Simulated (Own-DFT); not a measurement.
# Response to strain: beta-Si3N4, 112 atoms (N64Si48)

These are calculations, not measurements. They come from Own-DFT, an in-house plane-wave density functional program, since retired, whose code no person has reviewed. Each row is one single-point run on a periodic cell that was not relaxed, without spin or spin-orbit coupling.

Settings of every run: PBE; PseudoDojo norm-conserving scalar-relativistic files; cutoff 42 hartree; 2 x 2 x 4 k mesh centred on Gamma; Fermi-Dirac smearing of 0.1 eV.

Known limits: forces on such cells moved up to 12 meV/angstrom on a denser k mesh; stress not checked against mesh or cutoff.

Unstrained cell vectors in Å: (15.212, 0.000, 0.000); (-7.606, 13.174, 0.000); (0.000, 0.000, 5.818). The unstrained cell has measured lattice constants (interpolated for alloys), not those of this functional. That, the random moves and any unrelaxed bonds set the pressure at no strain. Each run strains this cell uniformly, with the atoms carried along. Every atom was also moved at random, by a Gaussian of width 0.05 Å on each axis. Strain is the symmetric tensor, in per cent. Stress is positive in tension, and the pressure is minus a third of its trace.

```
run  e_xx (%)  e_yy (%)  e_zz (%)  e_yz (%)  e_xz (%)  e_xy (%)  s_xx (GPa)  s_yy (GPa)  s_zz (GPa)  s_yz (GPa)  s_xz (GPa)  s_xy (GPa)  P (GPa)  E (meV/atom)
  1      1.63      0.33     -1.25     -1.21     -1.27     -0.05        1.62       -4.11      -19.70       -7.45       -2.04       -0.12     7.40          29.6
  2      1.70      1.70      1.89     -0.81     -1.21     -1.69        5.05        4.59        3.01       -3.20       -4.45       -5.52    -4.22           0.0
  3     -0.61      1.79      1.98     -1.09     -1.99     -1.64       -6.88        0.68        4.98       -2.51       -6.48       -6.08     0.41          10.6
  4      1.95      0.70      1.31     -0.48     -1.98      1.52        4.27       -2.18        0.37       -1.06       -7.20        6.07    -0.82          26.8
  5      2.00     -0.64      0.12     -1.10      1.31      1.11       -0.19       -7.07       -7.81       -2.81        5.34        3.19     5.02          22.9
  6      1.33     -0.34     -0.63      1.78     -0.61      1.52       -1.01       -9.40      -13.76        7.08       -0.39        5.92     8.05          24.8
  7     -1.02     -0.86      0.16     -1.28     -0.87     -1.74      -17.26      -12.84       -9.28       -6.27       -1.61       -7.36    13.13          29.9
  8     -1.20      0.18      1.50      1.00      0.79     -1.38      -11.19       -4.88       -4.22        2.69        1.94       -4.44     6.76          23.8
  9     -1.97      0.22     -0.58      0.73     -0.52     -0.29      -18.95      -10.50      -14.82        1.64       -2.00       -1.34    14.75          28.5
 10      1.24      0.94     -1.95      1.33      1.85      0.61       -1.52       -2.02      -24.37        5.08        6.80        2.40     9.30          45.4
 11     -0.78     -1.02      0.79      0.48      0.30      1.24      -11.99      -12.92       -5.34        1.95        1.28        6.40    10.08           0.9
 12     -1.12      1.77      1.48      1.21     -0.95      1.24      -10.98        2.38       -0.86        3.40       -2.10        5.99     3.15          18.4
 13     -1.04     -0.15      1.62     -0.15     -0.15      0.13      -10.43       -6.98       -2.98       -2.88        0.94        1.42     6.80          11.8
 14     -0.54      0.84      1.65     -1.87      0.68     -1.91       -7.29       -2.62        0.65       -6.14        3.03       -8.53     3.09           9.2
 15     -1.34      0.57      1.92      1.02     -0.26     -1.16      -11.18       -4.31        1.00        3.65       -1.65       -5.60     4.83           0.3
 16      1.00      1.40      0.30     -1.26     -0.76     -0.43       -0.06        0.97       -6.64       -5.44       -3.23       -2.80     1.91          16.6
 17      0.38     -1.72      0.80      1.33      0.38     -0.71       -5.12      -15.43       -8.05        4.68       -0.67       -4.52     9.53          27.0
 18      0.97      1.81     -0.80      0.35     -1.64      0.26           ?           ?           ?           ?           ?           ?        ?             ?
```

E is the free energy for each atom above the lowest run shown.

## Worked fit

Each stress component was fitted by least squares to a constant and the strains of the runs shown, as fractions, with shears doubled. Shear strains stay in the fit of a normal stress only where such slopes are resolved. The slopes, in GPa:

| stress | at no strain | per e_xx | per e_yy | per e_zz | scatter |
|---|---|---|---|---|---|
| s_xx | -7.7 | 530 ± 30 | 120 ± 38 | 107 ± 35 | 1.49 |
| s_yy | -7.4 | 111 ± 23 | 498 ± 30 | 77 ± 27 | 1.17 |
| s_zz | -11.0 | 63 ± 33 | 63 ± 42 | 672 ± 39 | 1.65 |

Each shear stress against twice its own strain: yz 188 ± 18, xz 166 ± 14, xy 212 ± 13 GPa. These are stiffnesses along x, y and z of the frame in which the cell vectors are given, which need not be the crystal's axes. The atoms are held to the strained lattice; where symmetry lets them move under strain, relaxing them would lower some slopes. The table should be nearly symmetric about its diagonal, and what it lacks of that shows the noise. A ninth of its sum, 249 ± 8 GPa, estimates the bulk modulus near the mean pressure of these runs, 5.8 GPa, so it lies above the value at zero pressure.

## Withheld run

Question: what normal stresses and pressure should run 18 give?

The fit gives s_xx = -1.2, s_yy = 2.1, s_zz = -14.6 and P = 4.6 GPa. The calculation gave 0.32, 0.06, -13.43 and P = 4.35 GPa.
